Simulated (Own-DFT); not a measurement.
Simulation results for Hf36O71 (tetragonal hafnia with one neutral oxygen vacancy, atoms displaced)

Computed with Own-DFT development build. A calculation, not a measurement: plane-wave PBE and HSE06 DFT by an unreviewed code, no spin, of a simulated cell at Gamma alone, so results move with cell size and shape, stress positive in tension, energies less offsets, not probed for a lower state with spin; hafnium file: forces about 75 meV/angstrom off all-electron values; oxygen file: force components 24 meV/angstrom off all-electron in a glass; k mesh not checked against a denser one; forces and stress are PBE's, HSE06 gives the energy alone, and its difference from PBE has offsets of its own; offsets are fitted by least squares, one for each functional and potential file, so energies compare only between cells with the same atoms and settings and are not formation energies; the far tail of each file's local potential was reset to the Coulomb form; each entry is a single point on an unrelaxed cell, so the pressure reflects the starting lattice, taken from the Materials Project, from which strain is counted, and rises with the displacements; printed positions are rounded, which can move forces by about a meV/angstrom; the program is a retired in-house code; no spin-orbit coupling.

Settings shared by all entries: first functional PBE; second functional HSE06; exact exchange share 0.25; screening 0.11 1/bohr; exchange divergence Gygi-Baldereschi; potential files PseudoDojo norm-conserving, scalar-relativistic, made for PBE, standard set; wave cutoff 48 hartree; occupations fixed; k mesh 1 x 1 x 1 centred on Gamma.

```json
{"entry": 1, "formula": "Hf36O71", "kind": "tetragonal hafnia with one neutral oxygen vacancy, atoms displaced", "structure": {"cell_angstrom": [[10.78, 0.0, 0.0], [0.0, 10.78, 0.0], [0.0, 0.0, 10.4493]], "atoms_fractional": [["Hf", 0.9964, 0.99124, 0.99861], ["Hf", 0.16499, 0.16464, 0.25333], ["O", 0.99954, 0.16967, 0.1506], ["O", 0.00755, 0.16188, 0.41156], ["O", 0.1736, 0.00032, 0.09507], ["Hf", 0.00385, 0.99406, 0.4975], ["Hf", 0.16207, 0.16989, 0.74791], ["O", 0.99836, 0.16232, 0.6539], ["O", 0.16652, 0.00079, 0.85842], ["O", 0.99812, 0.16926, 0.90287], ["O", 0.15992, 0.00368, 0.60269], ["Hf", 0.00445, 0.33019, 0.99955], ["Hf", 0.16597, 0.49045, 0.2506], ["O", 0.99743, 0.501, 0.14422], ["O", 0.15698, 0.32817, 0.34905], ["O", 0.00411, 0.49577, 0.39784], ["O", 0.16722, 0.33215, 0.10104], ["Hf", 0.99648, 0.32774, 0.50221], ["Hf", 0.16989, 0.49468, 0.7479], ["O", 0.99999, 0.49948, 0.66381], ["O", 0.15901, 0.32699, 0.84538], ["O", 0.01163, 0.49514, 0.89944], ["O", 0.16777, 0.32939, 0.59342], ["Hf", 0.99396, 0.67045, 6e-05], ["Hf", 0.16002, 0.82524, 0.24516], ["O", 0.00013, 0.83254, 0.14606], ["O", 0.16331, 0.67071, 0.35144], ["O", 0.998, 0.82752, 0.40893], ["O", 0.16437, 0.67077, 0.10629], ["Hf", 0.99628, 0.67505, 0.50113], ["Hf", 0.16747, 0.83014, 0.75419], ["O", 0.01614, 0.84092, 0.65213], ["O", 0.15853, 0.66617, 0.85455], ["O", 0.99384, 0.83004, 0.90505], ["O", 0.16446, 0.67494, 0.59357], ["Hf", 0.33186, 0.99788, 0.99873], ["Hf", 0.49374, 0.17239, 0.24982], ["O", 0.3285, 0.17297, 0.14368], ["O", 0.50241, 0.99318, 0.35246], ["O", 0.33768, 0.16668, 0.40403], ["O", 0.50774, 0.00283, 0.09801], ["Hf", 0.33314, 0.00209, 0.50304], ["Hf", 0.49711, 0.1625, 0.75527], ["O", 0.33098, 0.1585, 0.65308], ["O", 0.49862, 0.98926, 0.84915], ["O", 0.33922, 0.16647, 0.90314], ["O", 0.49846, 0.00665, 0.59517], ["Hf", 0.33506, 0.33869, 0.00067], ["Hf", 0.49966, 0.50742, 0.25384], ["O", 0.33276, 0.50312, 0.15592], ["O", 0.50207, 0.33945, 0.34304], ["O", 0.32774, 0.50324, 0.40456], ["O", 0.4971, 0.34038, 0.09629], ["Hf", 0.33506, 0.3316, 0.50233], ["Hf", 0.50343, 0.50333, 0.75101], ["O", 0.34199, 0.49968, 0.65352], ["O", 0.50303, 0.33441, 0.84484], ["O", 0.3411, 0.49219, 0.90243], ["O", 0.50164, 0.34348, 0.59081], ["Hf", 0.34342, 0.65978, 0.00432], ["Hf", 0.50856, 0.8317, 0.25519], ["O", 0.3276, 0.82651, 0.15738], ["O", 0.49929, 0.66391, 0.34385], ["O", 0.33047, 0.82837, 0.40711], ["O", 0.49879, 0.6638, 0.09706], ["Hf", 0.33188, 0.67049, 0.49587], ["Hf", 0.50739, 0.82913, 0.75065], ["O", 0.33481, 0.83474, 0.65168], ["O", 0.49706, 0.6612, 0.8503], ["O", 0.33531, 0.82819, 0.9004], ["O", 0.50045, 0.66335, 0.60174], ["Hf", 0.66465, 0.00706, 0.99762], ["Hf", 0.83358, 0.16272, 0.25225], ["O", 0.66652, 0.17266, 0.15395], ["O", 0.83119, 0.99517, 0.34987], ["O", 0.6766, 0.16298, 0.39755], ["O", 0.83096, 0.00585, 0.10056], ["Hf", 0.66776, 0.99941, 0.49778], ["Hf", 0.83747, 0.16502, 0.75193], ["O", 0.66916, 0.16495, 0.65736], ["O", 0.83184, 0.99655, 0.83538], ["O", 0.66928, 0.16184, 0.90522], ["O", 0.82854, 0.01006, 0.60883], ["Hf", 0.66977, 0.32736, 0.00342], ["Hf", 0.83373, 0.50564, 0.24225], ["O", 0.66609, 0.50169, 0.14938], ["O", 0.82554, 0.33609, 0.34591], ["O", 0.65984, 0.49585, 0.40394], ["O", 0.83344, 0.33028, 0.09321], ["Hf", 0.66936, 0.31688, 0.49947], ["Hf", 0.84006, 0.50236, 0.75241], ["O", 0.66251, 0.50154, 0.6508], ["O", 0.8305, 0.33564, 0.84446], ["O", 0.66787, 0.4948, 0.90791], ["O", 0.83032, 0.33022, 0.60038], ["Hf", 0.66408, 0.66641, 0.99856], ["Hf", 0.83404, 0.83425, 0.24473], ["O", 0.66563, 0.83016, 0.14951], ["O", 0.83452, 0.65753, 0.35221], ["O", 0.66004, 0.8461, 0.40307], ["O", 0.83429, 0.66669, 0.08832], ["Hf", 0.67452, 0.66426, 0.50083], ["Hf", 0.83195, 0.83092, 0.75279], ["O", 0.67298, 0.83247, 0.65546], ["O", 0.83558, 0.66522, 0.84542], ["O", 0.67139, 0.83425, 0.90711], ["O", 0.8317, 0.66963, 0.60228]]}, "results": {"PBE_energy_of_cell_above_offsets [eV]": "-96.926", "HSE06_less_PBE_above_offsets [eV]": "0.066", "PBE_pressure [GPa]": 2.33, "PBE_stress_xx [GPa]": -1.17, "PBE_stress_yy [GPa]": -3.01, "PBE_stress_zz [GPa]": -2.8, "PBE_stress_yz [GPa]": -0.29, "PBE_stress_xz [GPa]": -0.09, "PBE_stress_xy [GPa]": -0.06, "force_element": ["Hf", "Hf", "O", "O", "O", "Hf", "Hf", "O", "O", "O", "O", "Hf", "Hf", "O", "O", "O", "O", "Hf", "Hf", "O", "O", "O", "O", "Hf", "Hf", "O", "O", "O", "O", "Hf", "Hf", "O", "O", "O", "O", "Hf", "Hf", "O", "O", "O", "O", "Hf", "Hf", "O", "O", "O", "O", "Hf", "Hf", "O", "O", "O", "O", "Hf", "Hf", "O", "O", "O", "O", "Hf", "Hf", "O", "O", "O", "O", "Hf", "Hf", "O", "O", "O", "O", "Hf", "Hf", "O", "O", "O", "O", "Hf", "Hf", "O", "O", "O", "O", "Hf", "Hf", "O", "O", "O", "O", "Hf", "Hf", "O", "O", "O", "O", "Hf", "Hf", "O", "O", "O", "O", "Hf", "Hf", "O", "O", "O", "O"], "force_x [eV/angstrom]": [1.431, -0.244, 0.392, -0.482, -2.01, -0.49, 0.294, 0.359, -0.239, -0.422, 1.531, -0.691, -0.908, 0.182, 0.8, -0.255, 0.13, -0.018, -0.222, 0.897, 0.869, -0.878, -0.263, 3.127, 2.26, -1.489, -0.204, -0.488, -0.159, 1.627, 2.001, -3.601, 0.631, -0.135, 0.344, 0.491, -0.039, 0.84, -0.733, -0.226, -1.378, -0.381, 0.029, 0.361, 0.474, 0.239, 0.94, 0.28, 0.838, -0.208, -0.516, -0.117, 0.484, 0.716, 0.609, -2.126, 0.077, -0.95, -0.328, -2.915, -1.917, 1.707, 0.272, 0.035, 1.299, -0.207, -1.711, 0.217, 0.627, 0.019, 0.559, -0.044, -0.24, -0.339, 0.66, -0.675, 0.205, 0.002, -0.482, -1.343, 0.498, -0.264, 0.78, -0.482, -0.07, 0.2, 0.776, 0.338, 0.5, -0.238, -1.959, 1.965, 0.108, -0.01, 0.784, -0.014, -0.642, 1.024, -0.494, 0.717, -1.279, -1.99, 1.048, -0.976, -0.047, -0.016, 0.955], "force_y [eV/angstrom]": [2.042, -0.63, -0.457, 0.076, -0.118, 0.652, -1.883, 0.872, -0.214, -1.624, 0.222, 0.812, 1.539, -0.031, -0.149, 0.395, 0.725, 1.143, 1.074, -0.136, 1.076, 0.603, 0.284, -2.594, 0.027, 0.496, -1.032, 1.647, -0.343, -3.131, -0.04, -0.611, -0.441, 0.924, -0.915, -0.267, -0.514, -0.516, 1.792, -0.052, -0.018, -1.238, 0.227, 0.731, 1.434, 0.123, -0.282, -2.066, -1.997, -0.045, -1.642, -1.177, -0.619, 1.298, -1.408, -0.209, -1.103, 1.657, -1.463, 1.111, 0.816, 0.427, 1.813, 2.042, 0.225, -0.671, -0.5, 0.226, 1.45, -0.097, 0.984, -1.513, 1.164, -0.093, -0.252, -0.7, -0.699, 1.383, 0.592, 0.69, 0.166, 0.916, -1.143, 1.129, -2.203, 0.453, -0.621, 0.876, 0.083, 2.804, -1.444, 0.656, -0.252, 1.211, 0.064, -1.217, 0.046, -0.464, 2.331, -3.815, 0.298, -1.533, 0.443, 0.0, 0.084, -0.366, 0.188], "force_z [eV/angstrom]": [-0.012, -0.84, 1.036, -1.178, 0.987, 1.725, 0.195, -0.155, -0.979, -0.076, -1.179, 0.108, 0.303, 0.72, -0.182, 0.984, -0.133, -0.496, 0.802, -1.823, 0.196, 0.627, 0.825, -0.603, 0.568, 0.305, -0.416, -2.071, -1.03, 0.487, 0.325, -0.139, -1.058, -0.771, 0.694, -0.29, -0.671, 1.758, -0.747, -0.804, 0.332, 0.431, -0.33, 0.039, -0.136, -0.266, 0.451, 0.441, -0.765, -0.405, 0.172, -0.399, 0.101, -0.099, -0.863, 0.137, -0.171, -0.314, 0.045, -0.488, -0.51, -0.018, 1.104, -0.692, 0.612, 1.546, -0.534, 0.546, 0.713, 0.78, -0.851, 0.709, -0.62, 0.212, -0.354, 0.004, -0.172, 1.843, -0.454, -0.312, 2.502, -0.764, -2.268, -0.443, 0.454, 0.547, -0.199, 0.317, 0.37, 0.491, 0.2, 0.436, 0.353, -0.161, -0.518, -0.211, 0.412, 0.703, -0.439, -0.696, 1.678, 0.222, -0.709, -0.509, 0.674, -0.71, -0.189]}}
{"entry": 2, "formula": "Hf36O71", "kind": "tetragonal hafnia with one neutral oxygen vacancy, atoms displaced", "structure": {"cell_angstrom": [[10.78, 0.0, 0.0], [0.0, 10.78, 0.0], [0.0, 0.0, 10.4493]], "atoms_fractional": [["Hf", 0.9965, 0.99814, 0.00246], ["Hf", 0.1582, 0.17253, 0.24404], ["O", 0.00509, 0.15891, 0.15583], ["O", 0.16373, 0.99977, 0.34897], ["O", 0.99929, 0.17021, 0.41133], ["O", 0.17045, 0.99946, 0.1048], ["Hf", 0.99375, 0.00023, 0.49491], ["Hf", 0.16309, 0.16129, 0.75257], ["O", 0.00114, 0.16169, 0.65666], ["O", 0.17002, 0.00426, 0.84706], ["O", 0.99718, 0.16605, 0.89629], ["O", 0.17406, 0.99833, 0.59178], ["Hf", 0.00083, 0.33272, 0.00411], ["Hf", 0.17359, 0.50835, 0.25551], ["O", 0.00464, 0.49865, 0.15964], ["O", 0.1697, 0.33434, 0.34467], ["O", 0.00181, 0.50737, 0.39953], ["O", 0.16836, 0.33386, 0.10065], ["Hf", 0.98684, 0.33354, 0.49454], ["Hf", 0.16475, 0.50148, 0.74932], ["O", 0.16899, 0.33344, 0.84721], ["O", 0.00263, 0.50252, 0.90293], ["O", 0.16456, 0.33214, 0.60174], ["Hf", 0.99914, 0.6692, 0.00304], ["Hf", 0.1668, 0.82696, 0.25385], ["O", 0.99323, 0.83202, 0.15171], ["O", 0.16383, 0.6722, 0.34362], ["O", 0.99558, 0.81955, 0.40236], ["O", 0.16379, 0.66936, 0.0988], ["Hf", 0.99767, 0.66136, 0.50258], ["Hf", 0.16068, 0.83004, 0.75453], ["O", 0.99578, 0.82964, 0.65245], ["O", 0.18101, 0.66825, 0.84819], ["O", 0.99876, 0.82765, 0.90295], ["O", 0.17044, 0.65634, 0.59988], ["Hf", 0.33653, 0.00321, 0.00205], ["Hf", 0.50512, 0.17029, 0.25126], ["O", 0.33302, 0.17067, 0.14931], ["O", 0.50357, 0.99587, 0.34469], ["O", 0.33384, 0.1637, 0.40652], ["O", 0.493, 0.99941, 0.10062], ["Hf", 0.34043, 0.98859, 0.50091], ["Hf", 0.50003, 0.15878, 0.75117], ["O", 0.33631, 0.17076, 0.64924], ["O", 0.50335, 0.00282, 0.8559], ["O", 0.338, 0.16317, 0.89833], ["O", 0.4994, 0.00043, 0.59158], ["Hf", 0.3301, 0.33368, 0.00473], ["Hf", 0.49038, 0.4948, 0.24195], ["O", 0.3402, 0.49591, 0.15492], ["O", 0.50136, 0.33477, 0.34678], ["O", 0.33615, 0.50872, 0.40119], ["O", 0.50192, 0.33746, 0.09644], ["Hf", 0.33804, 0.32523, 0.49434], ["Hf", 0.49974, 0.50405, 0.74291], ["O", 0.33638, 0.50078, 0.65199], ["O", 0.5074, 0.33673, 0.85523], ["O", 0.33136, 0.49617, 0.90006], ["O", 0.48929, 0.33286, 0.6017], ["Hf", 0.32617, 0.66074, 0.00056], ["Hf", 0.50028, 0.83588, 0.25173], ["O", 0.33455, 0.82535, 0.14788], ["O", 0.5031, 0.66704, 0.34518], ["O", 0.32958, 0.83609, 0.39945], ["O", 0.4954, 0.66084, 0.09558], ["Hf", 0.32575, 0.67169, 0.50077], ["Hf", 0.50606, 0.82964, 0.75216], ["O", 0.33117, 0.83539, 0.64491], ["O", 0.50089, 0.66526, 0.83976], ["O", 0.33345, 0.82673, 0.9148], ["O", 0.4993, 0.65746, 0.59353], ["Hf", 0.66285, 0.99823, 0.99941], ["Hf", 0.83766, 0.17105, 0.24704], ["O", 0.66, 0.16685, 0.15295], ["O", 0.82765, 0.99929, 0.34813], ["O", 0.6611, 0.16139, 0.39267], ["O", 0.84109, 0.998, 0.0929], ["Hf", 0.66425, 0.99684, 0.50291], ["Hf", 0.83988, 0.17004, 0.75773], ["O", 0.66955, 0.16367, 0.65257], ["O", 0.8266, 0.00621, 0.84118], ["O", 0.66892, 0.17222, 0.90271], ["O", 0.83488, 0.99528, 0.59512], ["Hf", 0.67365, 0.33298, 0.99779], ["Hf", 0.83013, 0.49285, 0.25432], ["O", 0.67006, 0.5075, 0.15573], ["O", 0.8325, 0.33694, 0.34952], ["O", 0.67117, 0.49967, 0.4132], ["O", 0.83387, 0.33814, 0.10714], ["Hf", 0.66135, 0.33494, 0.49777], ["Hf", 0.83584, 0.49794, 0.74953], ["O", 0.66483, 0.50627, 0.65402], ["O", 0.8423, 0.3351, 0.85174], ["O", 0.66794, 0.49918, 0.8954], ["O", 0.83932, 0.33455, 0.59927], ["Hf", 0.6642, 0.67293, 0.00201], ["Hf", 0.83714, 0.83044, 0.24441], ["O", 0.66742, 0.83224, 0.15192], ["O", 0.83062, 0.66192, 0.34407], ["O", 0.66498, 0.83695, 0.41091], ["O", 0.83258, 0.65994, 0.08708], ["Hf", 0.66169, 0.66169, 0.51095], ["Hf", 0.83479, 0.83963, 0.74764], ["O", 0.66643, 0.83531, 0.65667], ["O", 0.8258, 0.6589, 0.85067], ["O", 0.66056, 0.83194, 0.89907], ["O", 0.83482, 0.66614, 0.60171]]}, "results": {"PBE_energy_of_cell_above_offsets [eV]": "-96.279", "HSE06_less_PBE_above_offsets [eV]": "0.102", "PBE_pressure [GPa]": 2.54, "PBE_stress_xx [GPa]": -2.67, "PBE_stress_yy [GPa]": -1.69, "PBE_stress_zz [GPa]": -3.25, "PBE_stress_yz [GPa]": 0.01, "PBE_stress_xz [GPa]": 0.37, "PBE_stress_xy [GPa]": 0.02, "force_element": ["Hf", "Hf", "O", "O", "O", "O", "Hf", "Hf", "O", "O", "O", "O", "Hf", "Hf", "O", "O", "O", "O", "Hf", "Hf", "O", "O", "O", "Hf", "Hf", "O", "O", "O", "O", "Hf", "Hf", "O", "O", "O", "O", "Hf", "Hf", "O", "O", "O", "O", "Hf", "Hf", "O", "O", "O", "O", "Hf", "Hf", "O", "O", "O", "O", "Hf", "Hf", "O", "O", "O", "O", "Hf", "Hf", "O", "O", "O", "O", "Hf", "Hf", "O", "O", "O", "O", "Hf", "Hf", "O", "O", "O", "O", "Hf", "Hf", "O", "O", "O", "O", "Hf", "Hf", "O", "O", "O", "O", "Hf", "Hf", "O", "O", "O", "O", "Hf", "Hf", "O", "O", "O", "O", "Hf", "Hf", "O", "O", "O", "O"], "force_x [eV/angstrom]": [2.777, 4.485, -2.801, -0.856, -0.623, -1.079, 2.063, 1.782, -0.738, -0.539, 0.091, -1.844, 0.657, -0.991, -0.286, -0.165, 0.078, -1.156, 3.71, 0.713, -0.525, 0.326, -0.694, -0.873, 0.66, 1.72, 0.654, -0.048, 0.065, -0.575, 1.181, 1.272, -1.072, 0.043, -1.768, -1.335, -1.834, -0.084, -0.372, 0.536, 1.932, -2.199, -0.698, -0.271, 0.332, -0.122, 0.812, 1.529, 3.829, -3.873, 0.081, -0.512, 0.321, -2.313, -0.574, -1.14, -0.31, -0.091, 2.934, 1.238, -0.473, -0.365, 0.135, 0.042, 0.545, 1.878, -1.548, 0.596, 0.032, 0.269, -1.092, -0.602, -1.936, 2.584, 1.151, 0.463, -2.3, 0.783, -0.78, 0.074, 0.237, 0.482, -0.326, -2.446, 0.229, -0.698, 0.103, 0.11, 0.84, -0.713, -0.173, 1.03, -0.189, 0.206, -2.043, -0.157, -1.336, 0.134, -0.153, 0.022, 0.411, 1.164, -0.309, 0.017, 0.564, 0.291, -0.206], "force_y [eV/angstrom]": [-0.118, -1.316, 0.599, -0.055, -0.757, -0.072, -0.991, 2.057, -0.407, -2.261, -0.287, -0.081, 1.565, -1.699, -0.201, 0.56, -1.685, -0.202, 1.529, -1.42, -0.519, -0.342, 0.689, -1.637, 3.452, -0.021, -1.488, 2.256, -0.504, 0.226, 1.063, 0.311, -0.144, 1.522, 0.368, -0.64, -1.042, 0.137, 0.911, -0.514, -0.078, 2.501, 2.88, -0.522, -1.403, 0.699, -0.146, -0.845, 1.971, 0.068, 0.002, -0.901, -0.097, 0.588, -1.994, 0.356, -0.924, 0.213, 0.161, 0.721, -1.535, 0.127, 0.102, -1.433, 0.027, -0.942, 0.171, -0.685, 0.705, 1.574, 1.137, 0.655, -1.114, -0.308, 0.527, 1.381, 0.55, 0.72, 0.578, 0.334, -1.622, -1.377, -0.252, 1.825, 3.051, -0.623, -2.141, -0.682, -1.233, -0.936, 1.311, -0.742, -0.082, -0.098, 0.383, -2.571, -0.857, 0.362, 0.696, -1.303, 0.822, 0.723, -1.676, -0.142, 1.777, 1.062, -0.329], "force_z [eV/angstrom]": [-0.647, 2.27, -1.596, -0.701, -1.799, -1.277, 0.317, -1.744, -0.62, 0.555, 1.768, 0.618, -1.13, -0.095, -0.41, -0.129, 0.77, -0.236, 1.25, -0.659, 0.671, 0.17, -1.111, -0.112, -1.447, -0.647, 1.679, -0.212, 0.517, 0.624, -0.739, 0.271, -0.189, -0.576, 0.047, 0.037, 0.243, 0.42, 0.355, -0.818, -0.015, -0.357, -0.137, 0.911, -0.536, 0.493, 1.829, -1.914, 1.606, -1.758, 0.731, -0.402, 0.584, 1.373, 1.615, 0.048, -1.278, 0.783, -0.715, -0.229, -0.361, 1.638, -0.153, -0.813, -0.512, 0.006, 0.381, 1.306, 0.485, -1.538, 0.587, 0.024, 0.974, -0.873, -0.97, 1.093, 0.486, -0.952, -1.54, 0.022, 1.207, 0.439, 0.351, -0.779, -1.174, 0.116, 0.835, -0.531, -0.34, 1.033, 0.395, -0.622, 0.485, 1.428, 0.522, -0.415, 2.303, -0.563, -0.281, -0.17, 1.098, -2.148, 0.174, -0.214, -0.98, 0.379, -0.162]}}
```
